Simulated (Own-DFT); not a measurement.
# Computed records: AlGa₃N₄ (wurtzite random alloy, strained, atoms displaced)

A calculation, not a measurement: plane-wave PBE density functional theory by an unreviewed code, no spin, of a simulated periodic cell, stress positive in tension, free energy of the whole cell less one offset for each atom, forces on such cells passed a denser k mesh, this cell's mesh not checked; offsets are fitted by least squares, one for each functional and potential file, so energies compare only between cells with the same atoms and settings and are not formation energies; the far tail of each file's local potential was reset to the Coulomb form; each entry is a single point on an unrelaxed cell, so the pressure reflects the starting lattice, mostly measured values, from which strain is counted, and rises with the displacements; printed positions are rounded, which can move forces by about a meV/angstrom; the program is a retired in-house code; no spin-orbit coupling. Program: Own-DFT development build.

Common to all runs: functional PBE; potential files PseudoDojo norm-conserving, scalar-relativistic, standard set with the stringent files for Ga; wave cutoff 96 hartree; occupations Gaussian; smearing width 0.01 eV; k mesh 4 x 4 x 3 centred on Gamma.

(1) AlGa₃N₄ (wurtzite random alloy, strained, atoms displaced)

```
cell vectors (Å)
   9.5806     0.0000     0.0000
  -4.7903     8.2970     0.0000
   0.0000     0.0000    10.2685
atoms (fractions of the cell vectors)
Ga  0.10011  0.21398  0.00543
Al  0.22770  0.11247  0.24772
N   0.10947  0.22250  0.19459
N   0.21704  0.11077  0.44031
Al  0.11451  0.22618  0.49695
Ga  0.22355  0.10536  0.74834
N   0.11234  0.23276  0.68969
N   0.21310  0.09952  0.94007
Ga  0.10341  0.54857  0.99243
Al  0.21117  0.43386  0.24070
N   0.11217  0.56011  0.19380
N   0.23209  0.44820  0.43317
Ga  0.10394  0.56578  0.51004
Ga  0.22282  0.44152  0.75018
N   0.10706  0.55427  0.69085
N   0.21908  0.44179  0.93855
Al  0.11065  0.89813  0.99628
Ga  0.22610  0.77561  0.24049
N   0.09791  0.88565  0.17921
N   0.21602  0.78409  0.43832
Al  0.11529  0.88474  0.49467
Ga  0.22660  0.77303  0.75097
N   0.10610  0.89595  0.69153
N   0.21880  0.77028  0.93703
Ga  0.43499  0.22137  0.99251
Ga  0.55488  0.10488  0.25693
N   0.44606  0.21098  0.18932
N   0.55436  0.11018  0.43215
Ga  0.43882  0.22229  0.50403
Ga  0.56823  0.12477  0.74934
N   0.45213  0.22676  0.69007
N   0.55274  0.11017  0.93353
Al  0.45240  0.56205  0.99437
Al  0.54252  0.43247  0.25487
N   0.44368  0.55771  0.19350
N   0.55628  0.43895  0.44763
Ga  0.44611  0.55727  0.49960
Ga  0.55443  0.44428  0.73717
N   0.44715  0.55390  0.68679
N   0.54854  0.44135  0.94748
Ga  0.44371  0.90148  0.00403
Ga  0.55248  0.77433  0.24600
N   0.44167  0.88544  0.18730
N   0.55453  0.78245  0.45063
Al  0.44873  0.89241  0.50078
Ga  0.55921  0.78422  0.74492
N   0.44178  0.88912  0.68125
N   0.55621  0.78016  0.95144
Ga  0.77091  0.21121  0.00283
Al  0.88709  0.10188  0.24008
N   0.77776  0.22427  0.18401
N   0.89787  0.11026  0.43833
Ga  0.77929  0.21978  0.50398
Ga  0.89018  0.12114  0.74332
N   0.78044  0.21878  0.69013
N   0.89061  0.12373  0.94136
Ga  0.77704  0.55897  0.99293
Ga  0.89130  0.44188  0.24765
N   0.77485  0.55095  0.18256
N   0.88565  0.44067  0.43652
Ga  0.76796  0.54616  0.49884
Ga  0.89004  0.43845  0.74984
N   0.77732  0.55083  0.69574
N   0.89023  0.44446  0.94171
Ga  0.77829  0.88220  0.99796
Ga  0.89393  0.77998  0.24262
N   0.77266  0.88696  0.18904
N   0.88513  0.76980  0.43741
Ga  0.77934  0.88732  0.50143
Ga  0.88827  0.77579  0.75464
N   0.78499  0.89466  0.68192
N   0.89164  0.78408  0.93938
```

| Quantity | Value |
| --- | --- |
| free energy of cell above offsets | -9.699 eV |
| pressure | 4.09 GPa |
| stress xx | -3.22 GPa |
| stress yy | -3.85 GPa |
| stress zz | -5.21 GPa |
| stress yz | -0.2 GPa |
| stress xz | 0.27 GPa |
| stress xy | -0.78 GPa |

Force:
| element | x (eV/Å) | y (eV/Å) | z (eV/Å) |
| --- | --- | --- | --- |
| Ga | 1.075 | 1.26 | -0.753 |
| Al | -0.556 | -0.794 | 0.362 |
| N | 0.518 | -1.323 | -0.352 |
| N | 0.341 | -0.559 | -0.638 |
| Al | -0.192 | 0.482 | 0.072 |
| Ga | -0.907 | 1.465 | 0.105 |
| N | 0.985 | -1.66 | -1.371 |
| N | -0.251 | 1.863 | -0.484 |
| Ga | 0.983 | 0.78 | 1.439 |
| Al | 0.612 | 2.597 | 1.563 |
| N | 0.934 | -1.739 | -1.215 |
| N | -1.53 | -1.007 | 0.02 |
| Ga | 1.267 | -0.881 | -2.497 |
| Ga | 0.111 | 1.027 | 0.254 |
| N | 0.662 | 0.042 | 0.504 |
| N | 1.348 | 0.244 | 0.73 |
| Al | 0.825 | -2.974 | 0.325 |
| Ga | -1.632 | 0.352 | 1.183 |
| N | 2.622 | 2.224 | 0.009 |
| N | 2.479 | -0.194 | -0.244 |
| Al | -2.864 | 1.131 | 1.057 |
| Ga | -1.071 | 1.027 | -0.056 |
| N | 1.472 | -1.787 | -1.638 |
| N | -0.805 | 1.619 | 0.742 |
| Ga | 0.964 | -0.073 | 1.126 |
| Ga | 0.491 | 0.494 | -2.183 |
| N | -1.914 | 0.979 | 0.12 |
| N | 0.105 | -0.449 | 3.363 |
| Ga | 0.429 | -1.039 | -0.907 |
| Ga | -0.923 | -1.953 | -0.131 |
| N | -0.668 | -1.081 | 0.109 |
| N | -0.286 | 0.752 | 0.41 |
| Al | -1.279 | -0.919 | 1.272 |
| Al | 1.09 | 1.146 | -0.939 |
| N | 0.054 | -2.183 | -1.033 |
| N | -1.419 | -0.079 | -1.976 |
| Ga | -0.42 | 0.095 | -0.606 |
| Ga | 0.168 | 0.47 | 2.13 |
| N | -0.849 | 0.824 | 0.654 |
| N | -0.115 | 0.834 | -1.685 |
| Ga | 0.342 | -1.878 | -1.026 |
| Ga | 0.067 | 0.063 | 1.217 |
| N | 0.39 | 0.762 | 0.53 |
| N | -0.043 | 0.039 | -1.5 |
| Al | -0.961 | -0.197 | -0.858 |
| Ga | 0.196 | -0.253 | 0.625 |
| N | 0.393 | 0.734 | 0.685 |
| N | -0.364 | -0.118 | -1.835 |
| Ga | -1.123 | 1.729 | -0.375 |
| Al | -0.799 | 1.006 | 1.668 |
| N | 0.996 | -1.556 | 1.559 |
| N | -0.682 | 0.394 | -0.876 |
| Ga | 0.317 | -0.155 | -1.84 |
| Ga | 2.3 | -1.689 | 1.354 |
| N | -1.246 | 1.143 | -0.71 |
| N | 0.639 | -2.369 | -1.149 |
| Ga | 0.276 | -0.916 | 0.972 |
| Ga | -0.975 | 0.561 | -0.171 |
| N | -0.908 | -0.219 | 1.155 |
| N | 0.113 | -0.056 | 0.895 |
| Ga | 1.656 | 1.377 | 0.235 |
| Ga | -0.685 | 0.681 | 0.922 |
| N | 0.27 | 0.353 | -0.707 |
| N | -1.288 | -1.017 | -0.948 |
| Ga | -1.191 | 1.421 | 0.39 |
| Ga | -1.629 | -1.957 | 1.31 |
| N | 0.574 | 0.573 | -0.146 |
| N | 0.762 | 0.644 | 0.186 |
| Ga | 0.505 | 0.109 | -1.538 |
| Ga | -0.233 | 0.351 | -1.232 |
| N | -0.437 | -0.249 | 2.329 |
| N | 0.916 | -0.322 | 0.036 |

(2) AlGa₃N₄ (wurtzite random alloy, strained, atoms displaced)

```
cell vectors (Å)
   9.5806     0.0000     0.0000
  -4.7903     8.2970     0.0000
   0.0000     0.0000    10.2685
atoms (fractions of the cell vectors)
Ga  0.10329  0.21981  0.00505
Ga  0.21578  0.09672  0.24458
N   0.09971  0.22589  0.18956
N   0.21488  0.09876  0.44136
Al  0.11689  0.22219  0.50508
Ga  0.23317  0.11607  0.75234
N   0.10721  0.21968  0.69641
N   0.22081  0.11047  0.94520
Ga  0.11151  0.55379  0.00438
Ga  0.22160  0.44156  0.24694
N   0.11996  0.56294  0.18855
N   0.22317  0.45184  0.42635
Al  0.11489  0.56357  0.50312
Al  0.22134  0.44627  0.75044
N   0.11545  0.54512  0.69020
N   0.21904  0.45355  0.93494
Ga  0.11246  0.87697  0.00424
Ga  0.22356  0.77509  0.24864
N   0.10387  0.87602  0.19230
N   0.21934  0.77826  0.44021
Al  0.11432  0.90195  0.50355
Ga  0.22429  0.77323  0.75100
N   0.11608  0.88845  0.68519
N   0.22427  0.77235  0.94033
Ga  0.43696  0.21110  0.99823
Ga  0.55013  0.10798  0.24918
N   0.44107  0.22531  0.19200
N   0.55366  0.10883  0.43815
Ga  0.44256  0.21004  0.49890
Ga  0.55703  0.11118  0.75917
N   0.44433  0.21815  0.68803
N   0.56089  0.12107  0.93668
Al  0.43923  0.55394  0.00066
Ga  0.55243  0.44512  0.24095
N   0.45179  0.54717  0.18833
N   0.54485  0.43558  0.44471
Ga  0.44589  0.56065  0.49369
Ga  0.55482  0.43192  0.75189
N   0.44255  0.56068  0.68702
N   0.55070  0.43665  0.94117
Al  0.45435  0.89230  0.00019
Ga  0.54744  0.77640  0.25049
N   0.44103  0.88627  0.18927
N   0.55823  0.77118  0.43641
Ga  0.44247  0.89387  0.50833
Ga  0.56230  0.77265  0.75654
N   0.44440  0.88656  0.68924
N   0.54750  0.77174  0.94211
Ga  0.78101  0.23014  0.00127
Al  0.88133  0.10274  0.24520
N   0.77938  0.21452  0.18770
N   0.89470  0.11179  0.44345
Ga  0.78013  0.22388  0.50678
Ga  0.88126  0.10885  0.76244
N   0.78311  0.22920  0.68156
N   0.89416  0.11985  0.94354
Al  0.77680  0.55865  0.00577
Ga  0.89828  0.45387  0.24975
N   0.77829  0.55240  0.19507
N   0.87715  0.43525  0.44356
Ga  0.78301  0.55690  0.49138
Ga  0.88119  0.44214  0.74861
N   0.77711  0.54976  0.68680
N   0.89322  0.44364  0.93777
Ga  0.77660  0.89139  0.99965
Al  0.88899  0.78111  0.24836
N   0.78165  0.89332  0.19943
N   0.88559  0.77130  0.44338
Ga  0.78203  0.88193  0.50457
Ga  0.87682  0.77036  0.75101
N   0.77667  0.88883  0.68823
N   0.89329  0.77759  0.93829
```

| Property | Result |
| --- | --- |
| free energy of cell above offsets | -9.845 eV |
| pressure | 3.94 GPa |
| stress xx | -2.06 GPa |
| stress yy | -3.23 GPa |
| stress zz | -6.53 GPa |
| stress yz | 0.11 GPa |
| stress xz | -0.22 GPa |
| stress xy | 1.08 GPa |

Force:
| element | x (eV/Å) | y (eV/Å) | z (eV/Å) |
| --- | --- | --- | --- |
| Ga | 1.686 | 1.348 | -0.606 |
| Ga | -0.772 | 1.647 | 0.878 |
| N | 0.954 | -1.648 | 0.272 |
| N | -0.567 | 2.389 | -0.741 |
| Al | -0.956 | 0.299 | -0.565 |
| Ga | -1.831 | -1.224 | 0.188 |
| N | 0.662 | 0.822 | -0.786 |
| N | -0.475 | -0.909 | -0.242 |
| Ga | -0.414 | 0.246 | -0.875 |
| Ga | 0.361 | 0.264 | -0.257 |
| N | -0.36 | -1.078 | 0.119 |
| N | -0.579 | -0.92 | 2.985 |
| Al | 0.09 | -1.202 | -0.407 |
| Al | 1.08 | -0.757 | -0.01 |
| N | -1.585 | 1.073 | -1.043 |
| N | 2.155 | -1.063 | 0.499 |
| Ga | -0.432 | 1.006 | -0.94 |
| Ga | -0.135 | 0.392 | 1.367 |
| N | -0.532 | 0.252 | -0.262 |
| N | -0.564 | 0.16 | 0.427 |
| Al | 0.31 | -3.542 | 0.148 |
| Ga | -0.563 | -0.279 | -0.358 |
| N | -0.654 | -0.087 | 0.687 |
| N | 0.916 | 1.32 | 0.386 |
| Ga | -0.223 | 1.383 | 1.045 |
| Ga | 0.637 | 0.847 | 0.274 |
| N | 0.375 | -1.603 | -0.73 |
| N | 0.876 | -0.304 | -0.055 |
| Ga | -0.939 | 1.414 | -0.218 |
| Ga | 0.294 | -0.27 | -2.767 |
| N | 0.702 | -0.221 | 0.187 |
| N | 0.693 | -2.143 | 1.873 |
| Al | 0.302 | -0.951 | -0.303 |
| Ga | 2.047 | -1.211 | 2.787 |
| N | -3.375 | 2.187 | -1.965 |
| N | 0.882 | 0.311 | -1.053 |
| Ga | -0.039 | -1.491 | 0.836 |
| Ga | -0.931 | 1.62 | -0.658 |
| N | 0.292 | -1.509 | 0.713 |
| N | 0.067 | 1.494 | 0.689 |
| Al | -1.426 | -0.187 | -0.093 |
| Ga | 1.33 | -0.442 | 0.37 |
| N | 0.209 | 0.505 | -1.547 |
| N | -0.761 | 1.957 | 0.286 |
| Ga | 0.808 | -1 | -1.58 |
| Ga | -1.395 | -0.011 | -1.333 |
| N | 0.72 | 0.505 | 1.637 |
| N | 0.653 | 0.615 | 0.916 |
| Ga | -0.014 | -0.163 | 0.519 |
| Al | 0.265 | 1.788 | 2.164 |
| N | -0.788 | 0.663 | 0.514 |
| N | 0.243 | -0.101 | -0.854 |
| Ga | 0.454 | -1.295 | -2.628 |
| Ga | 0.82 | 0.607 | -2.467 |
| N | -0.495 | -1.515 | 3.458 |
| N | -1.329 | -1.695 | 0.123 |
| Al | 0.341 | -0.868 | -0.734 |
| Ga | 0.107 | -1.757 | 0.803 |
| N | -0.225 | 1.591 | -1.401 |
| N | 2.27 | 1.716 | -1.016 |
| Ga | -1.703 | -1.36 | 1.014 |
| Ga | 1.727 | 0.58 | 0.167 |
| N | -0.912 | 0.646 | 0.045 |
| N | -1.665 | 1.138 | 0.673 |
| Ga | 0.555 | -0.279 | 0.796 |
| Al | -0.283 | -0.985 | 1.219 |
| N | 0.143 | -1.409 | -1.576 |
| N | 1.412 | 1.676 | -1.562 |
| Ga | -1.254 | 1.131 | -1.268 |
| Ga | 1.749 | 0.464 | -0.652 |
| N | 0.042 | 0.198 | 1.476 |
| N | -1.05 | -0.772 | 1.011 |

(3) AlGa₃N₄ (wurtzite random alloy, strained, atoms displaced)

```
cell vectors (Å)
   9.5806     0.0000     0.0000
  -4.7903     8.2970     0.0000
   0.0000     0.0000    10.2685
atoms (fractions of the cell vectors)
Ga  0.11245  0.22065  0.00705
Ga  0.22595  0.11321  0.26007
N   0.10381  0.21763  0.19016
N   0.22753  0.11556  0.44410
Al  0.10772  0.21744  0.50502
Al  0.22463  0.10683  0.74498
N   0.11037  0.22625  0.68547
N   0.22193  0.11064  0.93644
Ga  0.10992  0.54681  0.01019
Al  0.22968  0.46179  0.24955
N   0.11530  0.56331  0.19477
N   0.22046  0.44721  0.44437
Ga  0.10550  0.55829  0.50215
Ga  0.23077  0.45338  0.75677
N   0.10751  0.55416  0.68762
N   0.22811  0.44747  0.93738
Ga  0.09374  0.87820  0.00925
Ga  0.23333  0.78342  0.24968
N   0.12060  0.88669  0.18945
N   0.22244  0.77360  0.43954
Ga  0.11090  0.89561  0.49926
Al  0.21671  0.77886  0.75586
N   0.11225  0.89312  0.68570
N   0.21930  0.77348  0.93954
Al  0.45136  0.22589  0.00220
Ga  0.54656  0.09942  0.25307
N   0.44500  0.22379  0.18377
N   0.56008  0.10921  0.43994
Al  0.43925  0.22558  0.49987
Ga  0.55582  0.10131  0.74964
N   0.44889  0.22249  0.69293
N   0.55739  0.10877  0.94709
Al  0.43921  0.55266  0.99678
Ga  0.55574  0.44682  0.25493
N   0.43240  0.54787  0.18377
N   0.54828  0.43046  0.43186
Ga  0.43327  0.54516  0.50703
Ga  0.55432  0.44895  0.76196
N   0.44049  0.55536  0.68561
N   0.55530  0.44103  0.93346
Ga  0.43430  0.88559  0.00210
Al  0.54558  0.77147  0.25227
N   0.44800  0.88533  0.17718
N   0.55064  0.76853  0.44251
Ga  0.44623  0.89259  0.50073
Ga  0.54412  0.77933  0.74148
N   0.44027  0.89044  0.68834
N   0.55244  0.77146  0.94015
Ga  0.79118  0.22823  0.99442
Ga  0.88272  0.11080  0.25154
N   0.77795  0.22444  0.18715
N   0.89503  0.11634  0.43937
Ga  0.77542  0.21885  0.50121
Ga  0.88562  0.10475  0.74962
N   0.77354  0.22466  0.69017
N   0.88580  0.11551  0.93711
Ga  0.77864  0.54582  0.00338
Ga  0.88476  0.43879  0.24023
N   0.76933  0.55080  0.18864
N   0.87363  0.43371  0.43417
Ga  0.78874  0.55714  0.50191
Ga  0.88815  0.44504  0.75407
N   0.77486  0.55560  0.69551
N   0.89403  0.43641  0.93491
Ga  0.76835  0.88210  0.99582
Ga  0.88474  0.78120  0.25451
N   0.76656  0.86958  0.19548
N   0.88536  0.76876  0.44272
Al  0.76872  0.88292  0.50002
Ga  0.88131  0.76595  0.75023
N   0.77853  0.89026  0.68786
N   0.88286  0.77329  0.94179
```

| Quantity | Value |
| --- | --- |
| free energy of cell above offsets | -10.021 eV |
| pressure | 3.91 GPa |
| stress xx | -1.2 GPa |
| stress yy | -2.22 GPa |
| stress zz | -8.3 GPa |
| stress yz | 0.1 GPa |
| stress xz | -0.42 GPa |
| stress xy | -0.52 GPa |

Force:
| element | x (eV/Å) | y (eV/Å) | z (eV/Å) |
| --- | --- | --- | --- |
| Ga | 0.287 | -0.45 | -1.433 |
| Ga | -0.366 | 0.197 | -2.117 |
| N | 0.471 | 1.225 | 1.21 |
| N | -0.865 | 0.2 | 0.4 |
| Al | -0.289 | 1.346 | -0.685 |
| Al | -0.722 | 1.15 | 1.053 |
| N | 1.101 | -0.62 | 0.655 |
| N | 0.643 | -0.119 | -0.061 |
| Ga | 0.222 | 1.102 | -1.481 |
| Al | -0.48 | -2.568 | 1.328 |
| N | 0.164 | -1.152 | -0.136 |
| N | -0.466 | -1.334 | -1.549 |
| Ga | 0.226 | -1.159 | -0.515 |
| Ga | -1.48 | -1.462 | -1.608 |
| N | 0.038 | 1.352 | 1.167 |
| N | -0.178 | -0.358 | 1.485 |
| Ga | 1.562 | 1.588 | -1.587 |
| Ga | -0.669 | -0.307 | 0.536 |
| N | -1.626 | 0.474 | 1.497 |
| N | -0.45 | 1.325 | -0.211 |
| Ga | 0.62 | -1.243 | -0.028 |
| Al | 0.02 | -0.341 | -0.914 |
| N | 0.413 | -0.752 | 1.103 |
| N | -0.974 | -0.512 | -0.342 |
| Al | -0.689 | -1.214 | -1.011 |
| Ga | 0.344 | 1.61 | -1.067 |
| N | 0.079 | -0.364 | 0.76 |
| N | -1.918 | 0.028 | -0.031 |
| Al | 1.909 | -0.368 | 1.141 |
| Ga | -0.862 | 1.839 | 1.232 |
| N | -1.042 | -0.216 | -1.198 |
| N | -0.509 | 0.64 | -0.834 |
| Al | 1.098 | 0.303 | 0.473 |
| Ga | -0.607 | -0.661 | -1.666 |
| N | 0.617 | 1.367 | 0.086 |
| N | -0.183 | 1.207 | 2.567 |
| Ga | 0.942 | 0.103 | -1.836 |
| Ga | 0.127 | -0.853 | -3.615 |
| N | 0.912 | 0.338 | 1.655 |
| N | -0.613 | 0.088 | 3.985 |
| Ga | 1.032 | 0.421 | -2.3 |
| Al | 0.947 | -0.399 | -0.342 |
| N | 0.562 | -0.348 | 3.582 |
| N | 0.184 | 0.832 | -0.873 |
| Ga | -0.178 | -0.92 | -0.149 |
| Ga | 1.796 | -0.295 | 1.281 |
| N | -1.233 | -1.148 | 0.175 |
| N | -1.036 | -0.576 | -0.779 |
| Ga | -2.184 | -1.866 | 1.262 |
| Ga | 0.465 | -0.488 | -0.267 |
| N | -0.175 | -1.209 | -0.303 |
| N | 0.089 | -1.766 | 0.718 |
| Ga | 0.482 | 0.412 | 0.241 |
| Ga | 0.194 | 1.409 | -0.251 |
| N | 0.861 | -0.482 | -0.016 |
| N | 2.027 | -1.578 | 0.209 |
| Ga | -0.728 | 0.485 | -0.606 |
| Ga | -0.343 | 0.933 | 1.677 |
| N | 1.041 | 0.711 | 0.046 |
| N | 1.526 | 0.893 | 0.002 |
| Ga | -1.641 | -1.454 | 0.31 |
| Ga | 0.267 | -0.297 | -1.378 |
| N | 0.195 | -1.046 | -0.985 |
| N | -0.633 | 1.963 | 1.379 |
| Ga | 0.248 | 0.769 | 0.802 |
| Ga | 1.953 | -1.206 | -0.152 |
| N | -1.939 | 1.807 | -0.743 |
| N | -0.912 | 1.985 | 0.018 |
| Al | 0.821 | 0.503 | -0.12 |
| Ga | 0.091 | 2.332 | 0.278 |
| N | -0.515 | -1.139 | -0.78 |
| N | -0.066 | -0.665 | -0.344 |
